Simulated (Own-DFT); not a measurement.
# Which defects push the lattice out? zincblende GaAs

Calculated, not measured: single-point runs of Own-DFT, a retired in-house plane-wave DFT program that no person has reviewed, on unrelaxed cells, without spin or spin-orbit coupling.

All runs used: PBE; PseudoDojo norm-conserving scalar-relativistic files; cutoff 42 hartree; 3 x 3 x 3 k mesh centred on Gamma; Fermi-Dirac smearing of 0.1 eV.

Keep in mind (not all hold for every row): not probed for a lower state with spin; forces not confirmed at this smearing and k mesh; stress not checked against mesh or cutoff.

All runs share one cell, with vectors in Å (11.737, 0.000, 0.000); (0.000, 11.737, 0.000); (0.000, 0.000, 10.833) and a volume of 1492.4 Å³, strained against the parent crystal. Atoms were moved at random from their sites; u is the rms move along one axis. The defect's site can differ from row to row.

| cell | formula | u (Å) | P (GPa) |
|---|---|---|---|
| no defect | As32Ga32 | 0.0275 | 1.23 |
| no defect | As32Ga32 | 0.0497 | 1.62 |
| no defect | As32Ga32 | 0.0568 | 1.81 |
| one In on a Ga site | As32Ga31In | 0.0471 | 2.11 |
| one In on a Ga site | As32Ga31In | 0.0494 | 2.10 |
| one In on a Ga site | As32Ga31In | 0.0529 | 2.27 |
| one P on an As site | As31Ga32P | 0.0287 | 1.01 |
| one P on an As site | As31Ga32P | 0.0317 | 1.00 |
| one P on an As site | As31Ga32P | 0.0320 | ? |
| one P on an As site | As31Ga32P | 0.0348 | 1.14 |
| one As vacancy and one Ga vacancy | As31Ga31 | 0.0272 | 0.88 |
| one As vacancy and one Ga vacancy | As31Ga31 | 0.0322 | 0.84 |
| one As vacancy and one Ga vacancy | As31Ga31 | 0.0486 | 1.13 |
| one Al on a Ga site | AlAs32Ga31 | 0.0283 | 1.23 |
| one Al on a Ga site | AlAs32Ga31 | 0.0294 | 1.24 |
| one Al on a Ga site | AlAs32Ga31 | 0.0478 | 1.55 |

## Working it out

P = P0 + c u² + a shift for each defect gives P0 = 1.09 GPa, c = 217 ± 17 GPa/Å² and a scatter of 0.04 GPa. The shifts, and each times the cell's volume:

- one In on a Ga site: 0.53 ± 0.04 GPa, 5.0 eV
- one Al on a Ga site: -0.03 ± 0.04 GPa, -0.3 eV (not resolved)
- one P on an As site: -0.26 ± 0.04 GPa, -2.4 eV
- one As vacancy and one Ga vacancy: -0.43 ± 0.04 GPa, -4.0 eV

A positive shift means that the defect pushes the cell outwards. Shift times volume (160.2 GPa Å³ is 1 eV) depends little on the cell's size, so, taken for each site, it can be compared between cells at like pressure. The atoms around the defects weren't relaxed, which would change these numbers.

## Test on the hidden row

Question: what pressure belongs in the blank (one P on an As site, u = 0.0320 Å)?

From the fit: 1.05 ± 0.05 GPa. The run itself gave 1.07 GPa.
